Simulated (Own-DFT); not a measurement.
## Calculated data, Hf$_{31}$O$_{64}$ (monoclinic hafnia with one vacancy, atoms displaced)

Computed with Own-DFT development build. A calculation, not a measurement: plane-wave density functional theory by an unreviewed code, no spin, of a simulated periodic cell, stress positive in tension, run twice, with PBE and with PBEsol, both on files made for PBE, so the change isn't that of files made for PBEsol, defect cell not probed for a lower state with spin; a neutral cation vacancy leaves holes that likely carry spin, which this run leaves out; hafnium file: forces about 75 meV/angstrom off all-electron values; oxygen file: force components 24 meV/angstrom off all-electron in one glass; forces on such cells passed a denser k mesh, this cell's mesh not checked; the far tail of each file's local potential was reset to the Coulomb form; each entry is a single point on an unrelaxed cell, so the pressure reflects the starting lattice, mostly measured values (interpolated for alloys), from which strain is counted, and rises with the displacements; printed positions are rounded, which can move forces by about a meV/angstrom; the program, named Own-DFT, is a retired in-house code; no spin-orbit coupling; stress was not checked against mesh or cutoff.

Common to all runs: functional PBE, then PBEsol; potential files PseudoDojo norm-conserving, scalar-relativistic, standard set; wave cutoff 72 hartree; occupations Fermi-Dirac; smearing width 0.1 eV; k mesh 2 x 2 x 2 centred on Gamma.

(1) Hf$_{31}$O$_{64}$ (monoclinic hafnia with one vacancy, atoms displaced)

```cif
# cell vector a (Å): 10.2340 0.0000 0.0000
# cell vector b (Å): 0.0000 10.3500 0.0000
# cell vector c (Å): -1.6955 0.0000 10.4453
data_Hf31O64
_symmetry_space_group_name_H-M 'P 1'
_symmetry_Int_Tables_number 1
_cell_length_a 10.2340
_cell_length_b 10.3500
_cell_length_c 10.5820
_cell_angle_alpha 90.000
_cell_angle_beta 99.220
_cell_angle_gamma 90.000
_cell_volume 1106.39
loop_
_atom_site_label
_atom_site_type_symbol
_atom_site_fract_x
_atom_site_fract_y
_atom_site_fract_z
_atom_site_occupancy
Hf1 Hf 0.14317 0.01939 0.10552 1
Hf2 Hf 0.36853 0.27000 0.14970 1
Hf3 Hf 0.35854 0.47631 0.39546 1
Hf4 Hf 0.13532 0.23468 0.35647 1
O1 O 0.03655 0.16680 0.17408 1
O2 O 0.46167 0.41324 0.07715 1
O3 O 0.46920 0.33280 0.32888 1
O4 O 0.03801 0.07838 0.42456 1
O5 O 0.22811 0.38013 0.24664 1
O6 O 0.27457 0.12960 0.00905 1
O7 O 0.27323 0.12286 0.26033 1
O8 O 0.22245 0.37231 0.48988 1
Hf5 Hf 0.13811 0.01383 0.60174 1
Hf6 Hf 0.36162 0.27205 0.64283 1
Hf7 Hf 0.36524 0.47606 0.90262 1
Hf8 Hf 0.13370 0.23214 0.85409 1
O9 O 0.03182 0.16873 0.66868 1
O10 O 0.46411 0.41700 0.58006 1
O11 O 0.46584 0.33035 0.82633 1
O12 O 0.03805 0.08287 0.92179 1
O13 O 0.22803 0.37495 0.73844 1
O14 O 0.27346 0.12909 0.51334 1
O15 O 0.27178 0.12196 0.75725 1
O16 O 0.22653 0.36900 0.99170 1
Hf9 Hf 0.13735 0.51852 0.10338 1
Hf10 Hf 0.36100 0.77076 0.14615 1
Hf11 Hf 0.36023 0.97981 0.39168 1
Hf12 Hf 0.13736 0.72837 0.35302 1
O17 O 0.03834 0.66431 0.17238 1
O18 O 0.46323 0.91521 0.07658 1
O19 O 0.46774 0.82995 0.32542 1
O20 O 0.03773 0.58343 0.42985 1
O21 O 0.22744 0.88293 0.23873 1
O22 O 0.27565 0.62761 0.00977 1
O23 O 0.27787 0.62273 0.26186 1
O24 O 0.22482 0.87085 0.48741 1
Hf13 Hf 0.13828 0.51727 0.60564 1
Hf14 Hf 0.36446 0.76715 0.64568 1
Hf15 Hf 0.36170 0.98139 0.89019 1
Hf16 Hf 0.14428 0.72756 0.85725 1
O25 O 0.03859 0.66303 0.67489 1
O26 O 0.46401 0.92135 0.57889 1
O27 O 0.46780 0.83226 0.82666 1
O28 O 0.04254 0.58336 0.92699 1
O29 O 0.22161 0.88296 0.74168 1
O30 O 0.27591 0.62972 0.50834 1
O31 O 0.27853 0.62139 0.76155 1
O32 O 0.22835 0.86822 0.99259 1
Hf17 Hf 0.63493 0.01947 0.10037 1
Hf18 Hf 0.86474 0.26962 0.14672 1
Hf19 Hf 0.86506 0.48341 0.39636 1
Hf20 Hf 0.63224 0.23210 0.35038 1
O33 O 0.53477 0.17300 0.17079 1
O34 O 0.96542 0.41424 0.07700 1
O35 O 0.96632 0.32942 0.32989 1
O36 O 0.53233 0.08158 0.42522 1
O37 O 0.72265 0.37842 0.23992 1
O38 O 0.77451 0.12780 0.01057 1
O39 O 0.77913 0.12068 0.25965 1
O40 O 0.72246 0.36633 0.48955 1
Hf21 Hf 0.64639 0.01798 0.60325 1
Hf22 Hf 0.86401 0.27059 0.64605 1
Hf23 Hf 0.86316 0.48167 0.89846 1
Hf24 Hf 0.63447 0.22363 0.85789 1
O41 O 0.53489 0.16405 0.67107 1
O42 O 0.96307 0.41647 0.57983 1
O43 O 0.95897 0.33700 0.82373 1
O44 O 0.53668 0.08444 0.92363 1
O45 O 0.72688 0.38452 0.74099 1
O46 O 0.77035 0.12529 0.51232 1
O47 O 0.77695 0.12068 0.76016 1
O48 O 0.72548 0.37148 0.99432 1
Hf25 Hf 0.64233 0.52012 0.10672 1
Hf26 Hf 0.86236 0.77176 0.14371 1
Hf27 Hf 0.86052 0.98149 0.39939 1
O49 O 0.53459 0.66643 0.17506 1
O50 O 0.96193 0.91394 0.07507 1
O51 O 0.96601 0.83475 0.32810 1
O52 O 0.54183 0.59195 0.42410 1
O53 O 0.72369 0.87823 0.23824 1
O54 O 0.77596 0.62700 0.00780 1
O55 O 0.78001 0.61986 0.26020 1
O56 O 0.72539 0.86630 0.49310 1
Hf28 Hf 0.63836 0.52280 0.60115 1
Hf29 Hf 0.86632 0.77709 0.64880 1
Hf30 Hf 0.85921 0.97788 0.89728 1
Hf31 Hf 0.63417 0.72705 0.85280 1
O57 O 0.53746 0.66619 0.67344 1
O58 O 0.96297 0.91509 0.57783 1
O59 O 0.96052 0.83370 0.82348 1
O60 O 0.53841 0.58459 0.92840 1
O61 O 0.72429 0.87816 0.73939 1
O62 O 0.77628 0.62900 0.51188 1
O63 O 0.77723 0.62028 0.76035 1
O64 O 0.72631 0.87163 0.99244 1
```

- PBE pressure: 3.86 GPa
- PBE stress xx: -4.43 GPa
- PBE stress yy: -3.46 GPa
- PBE stress zz: -3.7 GPa
- PBE stress yz: 0.79 GPa
- PBE stress xz: -0.17 GPa
- PBE stress xy: -0.22 GPa
- PBEsol pressure: -2.46 GPa
- PBEsol stress xx: 1.92 GPa
- PBEsol stress yy: 2.81 GPa
- PBEsol stress zz: 2.65 GPa
- PBEsol stress yz: 0.76 GPa
- PBEsol stress xz: 0.18 GPa
- PBEsol stress xy: -0.23 GPa
- rms change of force components from PBE to PBEsol: 0.044 eV/Å

Force:
```tsv
force element	PBE force x (eV/Å)	PBE force y (eV/Å)	PBE force z (eV/Å)	PBEsol force x (eV/Å)	PBEsol force y (eV/Å)	PBEsol force z (eV/Å)
Hf	-0.955	0.736	-0.571	-0.91	0.769	-0.573
Hf	-2.007	-0.295	-0.726	-1.943	-0.245	-0.686
Hf	1.214	1.745	0.392	1.161	1.669	0.406
Hf	0.435	-1.773	-0.058	0.425	-1.766	-0.089
O	0.106	-0.212	-0.305	0.106	-0.183	-0.246
O	1.03	0.744	0.278	0.982	0.728	0.216
O	-1.113	0.827	0.132	-1.086	0.774	0.068
O	-0.118	0.484	-0.455	-0.11	0.455	-0.382
O	-0.176	-0.067	-0.531	-0.109	-0.07	-0.495
O	0.494	-0.223	0.227	0.414	-0.231	0.224
O	0.388	0.052	0.075	0.32	0.041	0.068
O	0.131	0.067	-0.008	0.192	0.071	-0.015
Hf	0.074	1.47	0.262	0.084	1.482	0.222
Hf	0.283	-1.04	0.615	0.267	-0.972	0.628
Hf	-0.045	0.031	-1.157	-0.051	-0.017	-1.086
Hf	0.275	-0.603	-0.372	0.278	-0.645	-0.389
O	0.63	-0.52	0.204	0.606	-0.48	0.257
O	0.03	0.303	-0.692	0.008	0.291	-0.726
O	-0.191	0.445	0.514	-0.194	0.414	0.459
O	-0.524	-0.207	0.053	-0.496	-0.202	0.1
O	-0.501	0.556	0.334	-0.429	0.531	0.315
O	0.223	0.141	-0.526	0.156	0.138	-0.504
O	0.172	-0.147	0.547	0.11	-0.147	0.538
O	-0.412	0.143	-0.11	-0.335	0.151	-0.115
Hf	0.439	0.15	0.509	0.423	0.209	0.46
Hf	1.42	-0.636	1.084	1.386	-0.577	1.09
Hf	0.952	-0.4	1.101	0.931	-0.442	1.094
Hf	-0.303	0.15	0.272	-0.294	0.101	0.245
O	-0.231	0.175	0.105	-0.203	0.178	0.151
O	0.317	0.613	-0.373	0.306	0.616	-0.417
O	-1.044	0.734	0.11	-1.184	0.773	0.009
O	0.079	0.113	-0.806	0.087	0.085	-0.737
O	-0.394	-0.582	0.094	-0.32	-0.561	0.083
O	0.421	-0.149	0.223	0.34	-0.149	0.205
O	-0.152	-0.355	-0.117	-0.216	-0.345	-0.11
O	-0.155	-0.147	0.229	-0.101	-0.128	0.222
Hf	-0.064	0.633	0.492	-0.07	0.669	0.445
Hf	0.181	0.742	-0.662	0.179	0.764	-0.618
Hf	-0.637	-0.064	0.503	-0.641	-0.109	0.519
Hf	-0.76	0.182	-0.673	-0.72	0.115	-0.675
O	-0.092	0.322	0.22	-0.068	0.321	0.261
O	-0.528	-0.76	0.123	-0.526	-0.739	0.067
O	-0.797	0.579	0.115	-0.781	0.544	0.061
O	-0.802	-0.16	-0.512	-0.766	-0.17	-0.441
O	0.543	-0.975	0.084	0.592	-0.951	0.085
O	0.159	-0.335	0.329	0.092	-0.334	0.32
O	0.197	-0.138	0.214	0.122	-0.115	0.213
O	-0.345	0.386	-0.613	-0.274	0.379	-0.598
Hf	0.829	-1.01	2.004	0.839	-0.962	1.934
Hf	-0.724	-0.457	0.04	-0.713	-0.41	0.069
Hf	-1.853	0.735	-0.105	-1.818	0.698	-0.077
Hf	1.89	-1.039	1.377	1.841	-1.036	1.318
O	0.73	-1.068	-0.337	0.7	-1.008	-0.273
O	0.514	0.218	0.216	0.496	0.234	0.16
O	-0.7	0.804	0.005	-0.668	0.761	-0.051
O	0.222	0.614	-0.903	0.219	0.583	-0.834
O	0.305	-0.28	0.122	0.349	-0.285	0.109
O	0.165	0.131	0.033	0.09	0.119	0.027
O	-0.485	0.212	0.025	-0.527	0.221	0.022
O	0.214	0.376	-0.196	0.266	0.363	-0.193
Hf	-1.457	-0.605	-0.104	-1.394	-0.557	-0.128
Hf	-1.446	0.102	-0.149	-1.405	0.147	-0.114
Hf	-0.779	-0.008	-0.898	-0.781	-0.053	-0.859
Hf	1.532	1.713	-1.507	1.49	1.616	-1.498
O	-0.034	0.189	0.416	-0.032	0.204	0.462
O	0.559	0.413	-0.257	0.548	0.413	-0.294
O	1.275	-0.505	0.695	1.236	-0.512	0.625
O	-1.124	-0.934	-0.17	-1.082	-0.922	-0.122
O	-0.416	-0.546	0.058	-0.326	-0.524	0.053
O	1.002	0.518	-0.561	0.917	0.486	-0.537
O	-0.129	-0.032	0.418	-0.189	-0.038	0.406
O	-0.097	-0.313	-0.479	-0.03	-0.294	-0.456
Hf	0.009	1.027	1.405	0.035	1.055	1.348
Hf	-1.629	-0.359	1.753	-1.613	-0.291	1.737
Hf	-1.108	-1.646	-1.275	-1.089	-1.648	-1.218
O	-0.224	-0.859	-1.175	-0.266	-0.86	-1.208
O	1.381	0.726	0.091	1.329	0.72	0.036
O	0.47	-0.134	-0.157	0.467	-0.151	-0.198
O	-1.543	-1.226	-0.108	-1.563	-1.329	0.023
O	0.814	1.202	-0.712	0.93	1.245	-0.77
O	0.202	0.322	0.361	0.136	0.298	0.348
O	0.933	-0.703	-0.885	0.939	-0.759	-0.918
O	0.695	1.296	0.649	0.802	1.382	0.748
Hf	0.963	0.245	-0.315	0.957	0.29	-0.342
Hf	-1.54	-2.106	-1.234	-1.524	-1.995	-1.184
Hf	0.594	0.275	-0.346	0.567	0.215	-0.316
Hf	1.516	0.159	0.162	1.479	0.109	0.126
O	-0.708	0.137	0.079	-0.69	0.156	0.134
O	1.02	0.805	-0.02	0.997	0.803	-0.061
O	1.15	-0.029	1.155	1.098	-0.034	1.066
O	-0.909	-0.409	-0.23	-0.875	-0.414	-0.179
O	-0.266	0.088	0.609	-0.186	0.089	0.591
O	1.019	-0.908	0.811	0.969	-0.957	0.87
O	-0.037	0.364	0.231	-0.106	0.351	0.237
O	-0.647	-0.23	-0.768	-0.56	-0.208	-0.747
```

(2) Hf$_{31}$O$_{64}$ (monoclinic hafnia with one vacancy, atoms displaced)

```cif
# cell vector a (Å): 10.2340 0.0000 0.0000
# cell vector b (Å): 0.0000 10.3500 0.0000
# cell vector c (Å): -1.6955 0.0000 10.4453
data_Hf31O64
_symmetry_space_group_name_H-M 'P 1'
_symmetry_Int_Tables_number 1
_cell_length_a 10.2340
_cell_length_b 10.3500
_cell_length_c 10.5820
_cell_angle_alpha 90.000
_cell_angle_beta 99.220
_cell_angle_gamma 90.000
_cell_volume 1106.39
loop_
_atom_site_label
_atom_site_type_symbol
_atom_site_fract_x
_atom_site_fract_y
_atom_site_fract_z
_atom_site_occupancy
Hf1 Hf 0.14533 0.01935 0.10805 1
Hf2 Hf 0.36324 0.26773 0.13779 1
Hf3 Hf 0.35821 0.47931 0.39435 1
Hf4 Hf 0.14073 0.23086 0.35693 1
O1 O 0.03961 0.16708 0.17365 1
O2 O 0.46343 0.41370 0.07715 1
O3 O 0.46374 0.33547 0.32587 1
O4 O 0.03906 0.07858 0.42242 1
O5 O 0.22566 0.38003 0.23820 1
O6 O 0.27408 0.13019 0.01025 1
O7 O 0.28198 0.12315 0.25839 1
O8 O 0.22528 0.37416 0.48894 1
Hf5 Hf 0.13598 0.01899 0.60303 1
Hf6 Hf 0.36301 0.26909 0.63834 1
Hf7 Hf 0.36384 0.48460 0.89390 1
Hf8 Hf 0.13670 0.22909 0.85299 1
O9 O 0.04096 0.16262 0.67517 1
O10 O 0.45897 0.41851 0.57923 1
O11 O 0.46055 0.33465 0.82048 1
O12 O 0.03448 0.08541 0.92228 1
O13 O 0.22543 0.38165 0.73652 1
O14 O 0.27303 0.13136 0.50960 1
O15 O 0.27530 0.11891 0.75701 1
O16 O 0.22350 0.37077 0.98778 1
Hf9 Hf 0.13107 0.52325 0.10124 1
Hf10 Hf 0.36328 0.77138 0.14596 1
Hf11 Hf 0.36150 0.97570 0.39597 1
Hf12 Hf 0.13487 0.73244 0.35302 1
O17 O 0.03384 0.66855 0.17414 1
O18 O 0.46376 0.91375 0.07136 1
O19 O 0.46255 0.83512 0.32581 1
O20 O 0.03883 0.58118 0.43005 1
O21 O 0.22837 0.87577 0.24841 1
O22 O 0.27535 0.62606 0.00943 1
O23 O 0.27341 0.62405 0.25878 1
O24 O 0.22539 0.86552 0.48859 1
Hf13 Hf 0.13771 0.51518 0.60554 1
Hf14 Hf 0.36175 0.77058 0.65136 1
Hf15 Hf 0.35668 0.98383 0.89838 1
Hf16 Hf 0.13607 0.73426 0.85102 1
O25 O 0.03259 0.66738 0.67724 1
O26 O 0.46395 0.91307 0.57624 1
O27 O 0.46832 0.83557 0.83252 1
O28 O 0.03462 0.58158 0.92312 1
O29 O 0.22733 0.88341 0.74373 1
O30 O 0.27437 0.62875 0.51083 1
O31 O 0.28405 0.62067 0.76319 1
O32 O 0.22548 0.86973 0.99433 1
Hf17 Hf 0.63725 0.02229 0.10616 1
Hf18 Hf 0.86257 0.27069 0.14703 1
Hf19 Hf 0.86129 0.48291 0.39534 1
Hf20 Hf 0.63746 0.22826 0.35367 1
O33 O 0.53539 0.16761 0.17638 1
O34 O 0.96423 0.41634 0.07336 1
O35 O 0.96447 0.33810 0.32162 1
O36 O 0.54256 0.07832 0.42208 1
O37 O 0.73110 0.38036 0.24329 1
O38 O 0.77534 0.12946 0.01158 1
O39 O 0.77875 0.12154 0.25614 1
O40 O 0.72670 0.37337 0.49390 1
Hf21 Hf 0.64243 0.01982 0.60733 1
Hf22 Hf 0.86271 0.27095 0.64305 1
Hf23 Hf 0.63750 0.23178 0.85324 1
O41 O 0.53534 0.16895 0.67239 1
O42 O 0.96312 0.41937 0.58103 1
O43 O 0.95976 0.33540 0.82645 1
O44 O 0.53194 0.08616 0.92527 1
O45 O 0.72516 0.37863 0.74020 1
O46 O 0.77175 0.13242 0.50353 1
O47 O 0.77497 0.11831 0.76230 1
O48 O 0.72508 0.36839 0.98773 1
Hf24 Hf 0.64007 0.52129 0.10310 1
Hf25 Hf 0.86218 0.77116 0.14354 1
Hf26 Hf 0.86113 0.98196 0.39690 1
Hf27 Hf 0.63584 0.73413 0.35650 1
O49 O 0.53688 0.66581 0.17893 1
O50 O 0.95904 0.91933 0.07875 1
O51 O 0.96239 0.83694 0.32571 1
O52 O 0.54116 0.58426 0.42083 1
O53 O 0.72280 0.88035 0.24083 1
O54 O 0.77515 0.63426 0.01102 1
O55 O 0.77390 0.62111 0.25810 1
O56 O 0.72523 0.87018 0.48754 1
Hf28 Hf 0.63468 0.52140 0.59815 1
Hf29 Hf 0.86331 0.76782 0.64933 1
Hf30 Hf 0.86198 0.97798 0.90038 1
Hf31 Hf 0.64118 0.72709 0.85461 1
O57 O 0.53536 0.66058 0.67004 1
O58 O 0.96208 0.91826 0.58079 1
O59 O 0.96116 0.83732 0.82731 1
O60 O 0.53295 0.58435 0.91948 1
O61 O 0.72133 0.87834 0.74022 1
O62 O 0.77611 0.63328 0.51043 1
O63 O 0.77886 0.62567 0.75818 1
O64 O 0.72473 0.86977 0.99113 1
```

* PBE pressure: 3.64 GPa
* PBE stress xx: -3.48 GPa
* PBE stress yy: -3.75 GPa
* PBE stress zz: -3.7 GPa
* PBE stress yz: 0.12 GPa
* PBE stress xz: -0.28 GPa
* PBE stress xy: -0.36 GPa
* PBEsol pressure: -2.68 GPa
* PBEsol stress xx: 2.85 GPa
* PBEsol stress yy: 2.53 GPa
* PBEsol stress zz: 2.66 GPa
* PBEsol stress yz: 0.1 GPa
* PBEsol stress xz: 0.07 GPa
* PBEsol stress xy: -0.33 GPa
* rms change of force components from PBE to PBEsol: 0.043 eV/Å

Force:
```tsv
force element	PBE force x (eV/Å)	PBE force y (eV/Å)	PBE force z (eV/Å)	PBEsol force x (eV/Å)	PBEsol force y (eV/Å)	PBEsol force z (eV/Å)
Hf	-1.547	0.357	-0.06	-1.493	0.411	-0.084
Hf	-0.755	1.428	1.297	-0.745	1.44	1.295
Hf	0.496	0.76	-0.569	0.463	0.686	-0.532
Hf	-0.15	0.006	-1.236	-0.13	-0.036	-1.24
O	0.129	-0.274	0.059	0.14	-0.261	0.112
O	0.865	0.621	-0.212	0.823	0.611	-0.251
O	0.327	-0.215	0.383	0.306	-0.223	0.329
O	-0.201	0.583	-0.309	-0.191	0.553	-0.241
O	-0.182	-0.282	0.131	-0.114	-0.286	0.146
O	0.071	-0.706	-0.25	0.015	-0.703	-0.235
O	-0.388	-0.612	0.403	-0.446	-0.599	0.382
O	-0.544	-0.477	-0.35	-0.463	-0.457	-0.343
Hf	0.409	-0.131	0.192	0.393	-0.064	0.173
Hf	-0.438	0.357	1.633	-0.429	0.41	1.628
Hf	-0.456	-1.354	0.197	-0.449	-1.351	0.206
Hf	-0.411	1.181	0.026	-0.423	1.111	-0.006
O	-1.153	0.696	-0.621	-1.098	0.679	-0.557
O	0.789	0.393	-0.703	0.753	0.384	-0.742
O	0.383	-0.136	0.593	0.365	-0.147	0.524
O	0.183	-0.33	0.474	0.192	-0.334	0.506
O	-0.249	-0.726	0.084	-0.181	-0.704	0.063
O	0.264	-0.49	-0.445	0.189	-0.467	-0.432
O	0.159	0.37	0.355	0.085	0.355	0.35
O	0.11	-0.151	-0.194	0.175	-0.157	-0.188
Hf	0.068	-0.738	-0.703	0.058	-0.68	-0.731
Hf	0.234	-1.039	0.041	0.226	-0.969	0.074
Hf	0.438	0.66	0.597	0.424	0.575	0.594
Hf	0.121	-1.018	0.63	0.14	-1.025	0.586
O	-0.024	0.037	-0.064	-0.017	0.058	-0.013
O	0.198	0.265	0.936	0.173	0.279	0.87
O	0.412	-0.076	0.064	0.389	-0.086	0.018
O	-0.528	0.341	-1.073	-0.511	0.304	-0.998
O	-0.497	0.894	-1.278	-0.418	0.866	-1.235
O	-0.027	0.592	0.087	-0.081	0.571	0.082
O	0.125	-0.179	0.345	0.061	-0.163	0.345
O	-0.235	0.834	0.689	-0.163	0.818	0.654
Hf	0.202	1.245	0.426	0.212	1.244	0.378
Hf	0.677	-0.398	-0.482	0.664	-0.355	-0.447
Hf	1.466	-0.588	-0.676	1.433	-0.623	-0.634
Hf	-0.572	-1.419	0.679	-0.569	-1.443	0.643
O	1.26	-0.386	-0.21	1.224	-0.349	-0.148
O	0.434	0.438	0.201	0.409	0.441	0.145
O	-0.437	0.039	-0.596	-0.446	0.02	-0.632
O	1.092	0.987	-0.238	1.228	1.024	-0.133
O	-0.47	-0.678	-0.208	-0.397	-0.668	-0.197
O	0.269	-0.023	0.228	0.2	-0.035	0.222
O	-1.003	0.928	-0.576	-1.019	0.908	-0.555
O	-0.603	0.321	-0.115	-0.521	0.334	-0.108
Hf	0.405	-0.352	-0.641	0.412	-0.294	-0.654
Hf	0.17	0.665	-1.789	0.153	0.707	-1.72
Hf	-0.169	0.333	0.136	-0.181	0.281	0.15
Hf	-0.199	0.667	0.009	-0.189	0.589	-0.017
O	0.25	-0.477	-0.431	0.252	-0.449	-0.372
O	0.076	-0.744	1.064	0.124	-0.747	1.107
O	0.929	-0.258	1.041	0.891	-0.272	0.968
O	-0.97	-0.099	-0.112	-0.93	-0.101	-0.061
O	-0.844	-0.097	-0.347	-0.751	-0.097	-0.332
O	-0.195	-0.398	-0.032	-0.253	-0.403	-0.022
O	-0.266	-0.02	0.641	-0.329	-0.018	0.627
O	-0.168	-0.357	-0.82	-0.094	-0.341	-0.801
Hf	-0.648	-0.136	-0.376	-0.621	-0.092	-0.392
Hf	-0.499	0.93	1.782	-0.507	0.979	1.784
Hf	0.72	1.07	0.428	0.713	1.019	0.397
O	0.378	-0.68	-0.64	0.371	-0.646	-0.577
O	0.288	-0.415	-0.348	0.283	-0.391	-0.389
O	1.092	-0.991	-0.384	1.148	-1.11	-0.5
O	-0.081	0.153	-0.028	-0.076	0.123	0.025
O	-0.667	-0.801	-1.289	-0.632	-0.861	-1.341
O	0.706	-0.234	0.937	0.618	-0.24	0.906
O	0.204	0.139	-0.496	0.128	0.129	-0.486
O	-1.129	-0.121	1.173	-1.131	-0.19	1.199
Hf	1.098	-0.056	-0.816	1.094	-0.002	-0.816
Hf	-1.111	-0.48	-0.036	-1.106	-0.428	-0.03
Hf	-0.197	-0.559	-0.481	-0.203	-0.594	-0.454
Hf	0.967	-0.509	-0.486	0.954	-0.551	-0.503
O	-0.606	0.026	-0.91	-0.588	0.057	-0.836
O	1.587	0.539	0.298	1.528	0.527	0.232
O	0.361	-0.208	0.446	0.35	-0.215	0.39
O	-1.276	-0.645	-0.103	-1.226	-0.631	-0.042
O	-0.112	0.153	-0.158	-0.05	0.149	-0.151
O	-1.022	0.299	0.495	-1.135	0.377	0.548
O	0.279	0.11	0.613	0.209	0.103	0.6
O	-0.098	0.764	0.648	-0.04	0.755	0.622
Hf	1.296	-0.379	1.787	1.271	-0.313	1.723
Hf	-1.127	-0.34	-0.236	-1.128	-0.32	-0.189
Hf	-0.598	0.711	-0.36	-0.592	0.648	-0.327
Hf	1.007	-0.784	0.241	1.004	-0.797	0.22
O	-0.789	1.033	0.42	-0.77	1.017	0.45
O	0.405	0.359	-0.214	0.401	0.373	-0.262
O	1.086	-0.382	0.402	1.054	-0.389	0.344
O	0.13	-0.015	0.629	0.117	-0.03	0.653
O	0.03	0.122	-0.085	0.089	0.121	-0.084
O	0.245	-0.461	-0.371	0.177	-0.457	-0.366
O	-0.939	0.53	-0.643	-1.023	0.648	-0.723
O	-0.306	0.486	-0.142	-0.222	0.479	-0.14
```
